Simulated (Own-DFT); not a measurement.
## Calculated data, Ti$_{12}$O$_{23}$ (rutile with two vacancies, atoms displaced)

Computed with Own-DFT development build. A calculation, not a measurement: plane-wave PBE density functional theory by an unreviewed code, no spin, of a simulated periodic cell, stress positive in tension, free energy of the whole cell less one offset for each atom, defect cell not probed for a lower state with spin; oxygen file: force components 24 meV/angstrom off all-electron in one glass; k mesh not checked against a denser one; offsets are fitted by least squares, one for each functional and potential file, so energies compare only between cells with the same atoms and settings and are not formation energies; the far tail of each file's local potential was reset to the Coulomb form; each entry is a single point on an unrelaxed cell, so the pressure reflects the starting lattice, mostly measured values (interpolated for alloys), from which strain is counted, and rises with the displacements; printed positions are rounded, which can move forces by about a meV/angstrom; the program, named Own-DFT, is a retired in-house code; no spin-orbit coupling; before rounding, a Quantum ESPRESSO 7.3.1 run of the same cell and cutoff gave forces within 1 meV/angstrom rms on each cell, which checks the program and not the settings.

Common to all runs: functional PBE; potential files PseudoDojo norm-conserving, scalar-relativistic, standard set; wave cutoff 72 hartree; occupations Fermi-Dirac; smearing width 0.1 eV; k mesh 3 x 3 x 3 centred on Gamma.

(1) 
```cif
# cell vector a (Å): 9.1874 0.0000 0.0000
# cell vector b (Å): 0.0000 9.1874 0.0000
# cell vector c (Å): 0.0000 0.0000 8.8761
data_Ti12O23
_symmetry_space_group_name_H-M 'P 1'
_symmetry_Int_Tables_number 1
_cell_length_a 9.1874
_cell_length_b 9.1874
_cell_length_c 8.8761
_cell_angle_alpha 90.000
_cell_angle_beta 90.000
_cell_angle_gamma 90.000
_cell_volume 749.22
loop_
_atom_site_label
_atom_site_type_symbol
_atom_site_fract_x
_atom_site_fract_y
_atom_site_fract_z
_atom_site_occupancy
Ti1 Ti 0.00915 0.98833 0.99450 1
Ti2 Ti 0.24856 0.24376 0.16965 1
O1 O 0.15082 0.15462 0.99440 1
O2 O 0.34118 0.35960 0.00323 1
O3 O 0.40978 0.09624 0.17669 1
O4 O 0.10884 0.37671 0.16845 1
Ti3 Ti 0.98498 0.00297 0.33520 1
Ti4 Ti 0.26588 0.24048 0.49695 1
O5 O 0.16590 0.16009 0.31629 1
O6 O 0.36173 0.34795 0.31670 1
O7 O 0.40022 0.10103 0.51132 1
O8 O 0.08155 0.40144 0.49788 1
Ti5 Ti 0.99786 0.00867 0.65709 1
Ti6 Ti 0.23450 0.24197 0.84992 1
O9 O 0.14068 0.15380 0.65683 1
O10 O 0.36946 0.34464 0.67227 1
O11 O 0.39499 0.08001 0.82721 1
O12 O 0.09074 0.40389 0.81736 1
Ti7 Ti 0.00072 0.51509 0.98802 1
Ti8 Ti 0.25024 0.75778 0.16745 1
O13 O 0.15707 0.65100 0.99822 1
O14 O 0.34840 0.85378 0.01086 1
O15 O 0.41209 0.58475 0.16623 1
O16 O 0.09143 0.89805 0.16348 1
Ti9 Ti 0.00478 0.49462 0.32987 1
Ti10 Ti 0.26005 0.75118 0.49498 1
O17 O 0.15260 0.65027 0.32767 1
O18 O 0.35166 0.85095 0.33526 1
O19 O 0.39998 0.59562 0.50269 1
Ti11 Ti 0.99953 0.48671 0.65960 1
Ti12 Ti 0.24515 0.73089 0.83572 1
O20 O 0.15181 0.63842 0.68789 1
O21 O 0.35588 0.84536 0.68244 1
O22 O 0.40525 0.61868 0.84242 1
O23 O 0.08887 0.90675 0.81975 1
Ti13 Ti 0.50480 0.99971 0.99921 1
Ti14 Ti 0.75965 0.25654 0.17081 1
O24 O 0.64014 0.14617 0.01585 1
O25 O 0.83327 0.34333 0.00527 1
O26 O 0.90710 0.08253 0.15890 1
O27 O 0.60024 0.40016 0.17910 1
Ti15 Ti 0.50456 0.00934 0.34419 1
Ti16 Ti 0.74150 0.26940 0.50265 1
O28 O 0.64118 0.14698 0.32860 1
O29 O 0.85472 0.33894 0.30601 1
O30 O 0.90220 0.10081 0.51519 1
O31 O 0.60423 0.39861 0.49774 1
Ti17 Ti 0.49507 0.00494 0.68407 1
Ti18 Ti 0.75054 0.25698 0.83253 1
O32 O 0.64423 0.15711 0.66138 1
O33 O 0.85299 0.33753 0.67692 1
O34 O 0.88936 0.10161 0.84420 1
O35 O 0.60501 0.40404 0.82649 1
Ti19 Ti 0.51589 0.50704 0.98336 1
Ti20 Ti 0.74231 0.75356 0.16666 1
O36 O 0.66568 0.65866 0.00322 1
O37 O 0.84667 0.83797 0.99505 1
O38 O 0.91246 0.61126 0.16362 1
O39 O 0.59852 0.91485 0.16167 1
Ti21 Ti 0.49762 0.50209 0.32417 1
Ti22 Ti 0.75493 0.74353 0.50313 1
O40 O 0.65021 0.65008 0.32769 1
O41 O 0.89748 0.58536 0.48865 1
O42 O 0.59498 0.89652 0.50349 1
Ti23 Ti 0.48341 0.48939 0.68264 1
Ti24 Ti 0.73141 0.77138 0.81993 1
O43 O 0.63732 0.63931 0.67485 1
O44 O 0.83576 0.84794 0.68897 1
O45 O 0.91150 0.60239 0.82468 1
O46 O 0.60195 0.88267 0.82721 1
_calc_free_energy_of_cell_above_offsets '-5.210'  # eV
_calc_pressure 11.46  # GPa
_calc_stress_xx -11.71  # GPa
_calc_stress_yy -10.69  # GPa
_calc_stress_zz -11.97  # GPa
_calc_stress_yz 2.18  # GPa
_calc_stress_xz 0.43  # GPa
_calc_stress_xy 1.58  # GPa
```

Force:
```tsv
element	x (eV/Å)	y (eV/Å)	z (eV/Å)
Ti	-2.296	-1.203	-1.29
Ti	3.776	1.769	-1.87
O	-0.981	-1.741	0.967
O	0.369	-0.963	-2.4
O	-0.86	-0.351	-1.172
O	-3.119	3.648	-0.192
Ti	0.155	1.381	-1.981
Ti	-0.893	1.196	-0.722
O	-2.808	-3.493	5.156
O	-1.185	-0.869	2.38
O	-0.037	-0.505	-0.192
O	2.348	-1.612	-0.907
Ti	-0.033	-0.908	3.433
Ti	1.888	2.577	-2.047
O	1.371	0.546	0.181
O	-3.435	-2.932	-0.607
O	-1.52	2.24	1.955
O	1.532	-1.972	2.244
Ti	-1.571	0.31	-0.087
Ti	0.886	0.071	-0.416
O	-0.684	-0.767	1.527
O	-0.801	-0.764	0.12
O	-1.477	2.282	-1.327
O	0.588	-0.525	1.458
Ti	0.543	0.674	-1.551
Ti	1.618	-1.375	0.77
O	0.331	0.364	1.097
O	-1.413	-0.799	0.587
O	-0.953	0.56	0.152
Ti	-0.772	1.8	0.632
Ti	-0.14	3.203	-1.404
O	0.289	0.67	-2.3
O	-1.413	-0.294	-1.916
O	1.821	-2.523	0.201
O	1.011	-0.632	0.757
Ti	-0.027	1.082	3.07
Ti	-3.841	-2.598	-2.942
O	0.237	0.383	-1.978
O	1.712	1.617	-1.163
O	-0.936	0.561	1.719
O	0.803	-0.127	-1.567
Ti	0.719	-0.706	-1.344
Ti	-0.365	-1.611	0.042
O	2.176	1.469	1.292
O	1.998	1.782	4.741
O	-0.736	0.056	-3.532
O	-0.309	0.677	0.482
Ti	1.382	-1.592	-3.544
Ti	0.259	-2.653	1.225
O	0.349	0.079	0.145
O	-0.423	0.515	-1.294
O	0.677	-0.491	-0.507
O	-0.516	0.216	0.961
Ti	-0.411	-0.29	4.171
Ti	0.242	0.049	-1.978
O	-1.906	-2.004	0.592
O	1.077	1.551	0.802
O	0.261	-1.084	0.123
O	1.318	-2.221	1.138
Ti	0.016	-0.33	0.087
Ti	-1.784	-0.465	1.178
O	1.656	1.666	0.868
O	-0.843	1.228	0.143
O	0.919	-0.278	-0.342
Ti	1.758	3.604	-2.926
Ti	5.249	-9.043	3.195
O	1.877	1.271	-1.288
O	3.279	2.061	-5.301
O	-0.068	-1.062	1.34
O	-7.932	7.627	1.156
```

(2) 
```cif
# cell vector a (Å): 9.1874 0.0000 0.0000
# cell vector b (Å): 0.0000 9.1874 0.0000
# cell vector c (Å): 0.0000 0.0000 8.8761
data_Ti12O23
_symmetry_space_group_name_H-M 'P 1'
_symmetry_Int_Tables_number 1
_cell_length_a 9.1874
_cell_length_b 9.1874
_cell_length_c 8.8761
_cell_angle_alpha 90.000
_cell_angle_beta 90.000
_cell_angle_gamma 90.000
_cell_volume 749.22
loop_
_atom_site_label
_atom_site_type_symbol
_atom_site_fract_x
_atom_site_fract_y
_atom_site_fract_z
_atom_site_occupancy
Ti1 Ti 0.98903 0.99824 0.99074 1
Ti2 Ti 0.24707 0.25824 0.17430 1
O1 O 0.15372 0.13105 0.01520 1
O2 O 0.34526 0.33533 0.01121 1
O3 O 0.39917 0.10383 0.16487 1
O4 O 0.08823 0.39506 0.15672 1
Ti3 Ti 0.99714 0.98178 0.34060 1
Ti4 Ti 0.24929 0.26165 0.48613 1
O5 O 0.15013 0.13627 0.32886 1
O6 O 0.34341 0.35084 0.31959 1
O7 O 0.40148 0.09160 0.48036 1
O8 O 0.09773 0.38922 0.48477 1
Ti5 Ti 0.00383 0.99115 0.64834 1
Ti6 Ti 0.23149 0.25294 0.84284 1
O9 O 0.15913 0.15771 0.66266 1
O10 O 0.34195 0.34460 0.68113 1
O11 O 0.41740 0.09917 0.84402 1
O12 O 0.10198 0.39313 0.81874 1
Ti7 Ti 0.01147 0.50299 0.00398 1
Ti8 Ti 0.24477 0.74171 0.16286 1
O13 O 0.13714 0.66224 0.00192 1
O14 O 0.35002 0.84223 0.98502 1
O15 O 0.39668 0.59644 0.17718 1
O16 O 0.08316 0.88237 0.17354 1
Ti9 Ti 0.00004 0.50643 0.33683 1
Ti10 Ti 0.24936 0.75536 0.50068 1
O17 O 0.17562 0.65771 0.33036 1
O18 O 0.34198 0.84474 0.31820 1
O19 O 0.41690 0.59149 0.49966 1
O20 O 0.09313 0.89830 0.49392 1
Ti11 Ti 0.01977 0.49420 0.67759 1
Ti12 Ti 0.25068 0.75668 0.84545 1
O21 O 0.14234 0.65393 0.68308 1
O22 O 0.33954 0.86079 0.65412 1
O23 O 0.41499 0.60010 0.84076 1
O24 O 0.10862 0.91210 0.82865 1
Ti13 Ti 0.50841 0.98716 0.99529 1
Ti14 Ti 0.75358 0.24571 0.15688 1
O25 O 0.65368 0.15546 0.00312 1
O26 O 0.85097 0.35143 0.99147 1
O27 O 0.89972 0.11477 0.14787 1
O28 O 0.59647 0.40183 0.15796 1
Ti15 Ti 0.50373 0.01528 0.32821 1
Ti16 Ti 0.76516 0.23874 0.48482 1
O29 O 0.64611 0.14311 0.33245 1
O30 O 0.85622 0.35256 0.33033 1
O31 O 0.90278 0.09431 0.50057 1
O32 O 0.60449 0.40539 0.49615 1
Ti17 Ti 0.49738 0.00062 0.69328 1
Ti18 Ti 0.76767 0.26092 0.83888 1
O33 O 0.65752 0.14977 0.66615 1
O34 O 0.85758 0.35230 0.65414 1
O35 O 0.89764 0.08663 0.82639 1
O36 O 0.59385 0.40802 0.83729 1
Ti19 Ti 0.50332 0.49248 0.00197 1
Ti20 Ti 0.75762 0.75733 0.15746 1
O37 O 0.65261 0.63831 0.02326 1
O38 O 0.85010 0.85604 0.99664 1
O39 O 0.90429 0.60112 0.17333 1
O40 O 0.57847 0.90201 0.16059 1
Ti21 Ti 0.49807 0.50512 0.32720 1
Ti22 Ti 0.72966 0.74905 0.50077 1
O41 O 0.90546 0.59614 0.49828 1
O42 O 0.59151 0.90044 0.50593 1
Ti23 Ti 0.50002 0.49393 0.65155 1
Ti24 Ti 0.75561 0.74620 0.84482 1
O43 O 0.64670 0.64140 0.69048 1
O44 O 0.84622 0.83680 0.66303 1
O45 O 0.88826 0.60030 0.82368 1
O46 O 0.57700 0.90403 0.83458 1
_calc_free_energy_of_cell_above_offsets '-6.443'  # eV
_calc_pressure 9.7  # GPa
_calc_stress_xx -8.85  # GPa
_calc_stress_yy -8.74  # GPa
_calc_stress_zz -11.51  # GPa
_calc_stress_yz 0.43  # GPa
_calc_stress_xz -2.84  # GPa
_calc_stress_xy 2.03  # GPa
```

Force:
```tsv
element	x (eV/Å)	y (eV/Å)	z (eV/Å)
Ti	2.903	2.068	-0.122
Ti	-0.238	-3.738	-2.401
O	-0.154	1.181	-1.423
O	-0.139	1.28	-1.343
O	0.456	-0.483	0.059
O	0.128	0.771	0.081
Ti	1.478	2.191	-3.859
Ti	0.973	-3.051	2.716
O	-0.44	0.659	0.726
O	1.246	1.367	1.921
O	-1.041	1.539	1.364
O	-0.168	1.5	0.747
Ti	-0.164	0.951	4.627
Ti	3.081	-3.539	-0.244
O	-1.107	-1.31	-0.043
O	0.697	0.672	-1.291
O	-2.083	1.391	-0.169
O	-1.01	0.915	3.357
Ti	-1.688	0.215	0.517
Ti	1.501	2.124	1.843
O	0.084	-0.871	-1.232
O	0.403	0.75	2.266
O	0.613	-0.072	-0.772
O	-1.353	0.807	0.439
Ti	-1.218	0.404	1.211
Ti	1.961	0.315	-0.463
O	-3.076	-2.995	1.212
O	0.237	0.414	1.383
O	-1.99	2.364	-1.291
O	0.663	-1.536	-0.37
Ti	-3.395	2.069	-3.798
Ti	0.083	-0.916	-3.006
O	0.955	0.002	-1.561
O	-0.163	-0.978	0.584
O	-2.02	0.84	-0.217
O	-0.771	-0.375	-0.178
Ti	-2.167	3.412	3.496
Ti	-0.766	0.411	0.464
O	0.42	-0.134	-0.606
O	0.793	1.011	1.173
O	0.648	-1.852	1.262
O	0.717	-0.304	2.397
Ti	-3.357	-1.538	0.526
Ti	-1.865	1.74	2.587
O	3.521	2.716	-0.382
O	-0.866	-0.843	-0.035
O	0.281	-0.816	-0.773
O	0.194	-0.208	-0.917
Ti	-0.741	3.326	-6.014
Ti	-2.33	-0.93	-3.884
O	0.021	0.253	-0.328
O	-0.475	-0.894	0.837
O	0.006	0.783	-0.037
O	1.311	-1.594	0.126
Ti	-1.102	-0.165	-2.74
Ti	-1.011	-0.961	-0.124
O	1.311	2.229	0.002
O	-1.489	-1.184	0.74
O	-0.235	0.716	-0.77
O	3.138	-2.46	0.832
Ti	0.439	-1.734	-0.386
Ti	-0.309	0.48	3.172
O	0.057	0.417	-0.947
O	1.73	-1.993	-0.72
Ti	0.855	-1.295	3.601
Ti	-0.59	-2.038	-3.172
O	0.4	1.324	-1.539
O	-0.033	0.713	-0.262
O	1.747	-1.045	1.022
O	4.502	-4.469	0.132
```

(3) 
```cif
# cell vector a (Å): 9.1874 0.0000 0.0000
# cell vector b (Å): 0.0000 9.1874 0.0000
# cell vector c (Å): 0.0000 0.0000 8.8761
data_Ti12O23
_symmetry_space_group_name_H-M 'P 1'
_symmetry_Int_Tables_number 1
_cell_length_a 9.1874
_cell_length_b 9.1874
_cell_length_c 8.8761
_cell_angle_alpha 90.000
_cell_angle_beta 90.000
_cell_angle_gamma 90.000
_cell_volume 749.22
loop_
_atom_site_label
_atom_site_type_symbol
_atom_site_fract_x
_atom_site_fract_y
_atom_site_fract_z
_atom_site_occupancy
Ti1 Ti 0.00013 0.00064 0.00345 1
Ti2 Ti 0.25174 0.25144 0.15752 1
O1 O 0.15887 0.13874 0.98364 1
O2 O 0.34865 0.34825 0.00412 1
O3 O 0.39779 0.10201 0.15272 1
O4 O 0.10355 0.39556 0.17103 1
Ti3 Ti 0.99225 0.01382 0.32635 1
Ti4 Ti 0.25096 0.24380 0.49966 1
O5 O 0.16188 0.15208 0.33597 1
O6 O 0.35018 0.35450 0.35335 1
O7 O 0.41260 0.10047 0.49876 1
O8 O 0.09992 0.39500 0.49924 1
Ti5 Ti 0.99658 0.98847 0.67352 1
Ti6 Ti 0.24673 0.25804 0.82638 1
O9 O 0.15473 0.15482 0.66008 1
O10 O 0.33977 0.35554 0.66214 1
O11 O 0.40812 0.10221 0.83712 1
O12 O 0.10623 0.39631 0.82288 1
Ti7 Ti 0.99896 0.48735 0.99799 1
Ti8 Ti 0.23889 0.74502 0.15376 1
O13 O 0.14693 0.65319 0.99134 1
O14 O 0.35516 0.85041 0.98281 1
O15 O 0.40967 0.61165 0.18566 1
O16 O 0.09536 0.90920 0.16417 1
Ti9 Ti 0.00333 0.50027 0.31608 1
Ti10 Ti 0.24820 0.75964 0.50447 1
O17 O 0.16453 0.65552 0.32747 1
O18 O 0.35824 0.85483 0.35055 1
O19 O 0.12102 0.88489 0.51133 1
Ti11 Ti 0.98363 0.49163 0.66574 1
Ti12 Ti 0.24458 0.74344 0.83119 1
O20 O 0.16621 0.66832 0.67762 1
O21 O 0.33719 0.84454 0.67308 1
O22 O 0.40349 0.59119 0.85042 1
O23 O 0.10325 0.89636 0.81993 1
Ti13 Ti 0.50210 0.00197 0.99949 1
Ti14 Ti 0.75609 0.24211 0.17947 1
O24 O 0.63903 0.16457 0.99350 1
O25 O 0.85318 0.35299 0.99888 1
O26 O 0.90906 0.08868 0.15812 1
O27 O 0.60855 0.40785 0.16195 1
Ti15 Ti 0.49722 0.00873 0.32966 1
Ti16 Ti 0.77113 0.25400 0.49898 1
O28 O 0.64078 0.14766 0.34522 1
O29 O 0.83252 0.34501 0.32474 1
O30 O 0.91045 0.10810 0.48690 1
O31 O 0.60088 0.41314 0.49263 1
Ti17 Ti 0.50291 0.01373 0.66590 1
Ti18 Ti 0.75289 0.24514 0.83137 1
O32 O 0.65039 0.13812 0.67545 1
O33 O 0.83822 0.34372 0.67120 1
O34 O 0.90185 0.09436 0.85416 1
O35 O 0.59407 0.40624 0.84428 1
Ti19 Ti 0.50685 0.51142 0.99855 1
Ti20 Ti 0.74695 0.76836 0.16716 1
O36 O 0.66685 0.64535 0.01765 1
O37 O 0.83439 0.85483 0.99156 1
O38 O 0.90874 0.57260 0.16359 1
O39 O 0.59055 0.89105 0.17110 1
Ti21 Ti 0.47891 0.51145 0.33900 1
Ti22 Ti 0.75188 0.75671 0.50539 1
O40 O 0.85895 0.85284 0.32841 1
O41 O 0.89957 0.58287 0.50529 1
O42 O 0.61437 0.89475 0.50522 1
Ti23 Ti 0.49879 0.50444 0.66662 1
Ti24 Ti 0.74814 0.75289 0.84045 1
O43 O 0.63927 0.65755 0.66960 1
O44 O 0.84093 0.83827 0.66554 1
O45 O 0.87817 0.61822 0.82121 1
O46 O 0.59589 0.90132 0.83859 1
_calc_free_energy_of_cell_above_offsets '-7.532'  # eV
_calc_pressure 10.59  # GPa
_calc_stress_xx -9.92  # GPa
_calc_stress_yy -9.5  # GPa
_calc_stress_zz -12.35  # GPa
_calc_stress_yz 0.09  # GPa
_calc_stress_xz -1.12  # GPa
_calc_stress_xy 1.1  # GPa
```

Force:
```tsv
element	x (eV/Å)	y (eV/Å)	z (eV/Å)
Ti	2.345	-1.327	-1.865
Ti	0.993	-1.04	-0.537
O	-0.199	1.067	1.299
O	-0.502	0.207	0.312
O	0.498	-0.431	1.9
O	-0.362	0.1	-0.76
Ti	2.552	-1.564	0.389
Ti	-0.622	0.514	0.388
O	-0.966	-0.845	-0.842
O	0.552	1.125	-1.928
O	-0.468	0.05	0.413
O	-1.251	0.806	0.298
Ti	1.182	0.129	0.397
Ti	1.406	-1.279	0.138
O	-0.972	-1.313	0.877
O	1.302	0.64	0.201
O	-0.226	0.046	-1.023
O	-2.074	1.754	0.622
Ti	0.061	-0.078	-0.775
Ti	0.998	1.49	0.487
O	-0.601	-0.64	1.971
O	-0.826	-0.444	2.232
O	-0.62	1.021	-1.925
O	1.376	-1.601	0.619
Ti	1.396	0.156	3.763
Ti	2.751	-1.182	-0.322
O	-1.222	-1.312	-0.233
O	0.091	-0.246	-0.89
O	-5.43	4.551	-0.349
Ti	1.523	0.844	-1.129
Ti	2.824	1.584	0.764
O	-3.433	-5.029	-2.928
O	3.198	1.366	-0.514
O	-0.779	0.865	-1.713
O	-1.972	1.359	0.41
Ti	-0.631	-0.299	-1.92
Ti	-4.065	0.539	-3.101
O	1.472	-0.326	0.762
O	-0.098	-1.038	-0.214
O	-2.227	2.502	1.075
O	-0.408	-0.23	1.465
Ti	-1.484	-1.334	-0.004
Ti	-3.211	-0.208	-0.159
O	2.442	1.268	-0.716
O	2.417	1.419	1.225
O	-0.1	-0.399	1.444
O	-0.119	0.509	0.842
Ti	-1.516	-2.147	1.55
Ti	-2.03	-0.705	2.515
O	2.345	2.119	-0.619
O	1.041	0.805	0.027
O	-0.635	0.731	-2.659
O	0.938	-0.534	-1.415
Ti	1.063	-1.606	1.451
Ti	0.071	-0.077	-1.444
O	-0.499	0.57	-0.096
O	1.544	0.628	2.236
O	-1.654	2.789	-0.4
O	0.657	0.186	0.296
Ti	1.163	-3.97	-0.099
Ti	-0.596	-0.65	0.672
O	-0.719	-1.106	0.483
O	-0.335	0.816	-1.134
O	-1.242	0.79	-0.862
Ti	1.101	-0.429	0.882
Ti	-2.889	0.393	-0.453
O	-0.473	-0.503	-0.792
O	2.039	2.218	-0.088
O	4.206	-4.369	0.093
O	-0.088	0.304	-0.59
```
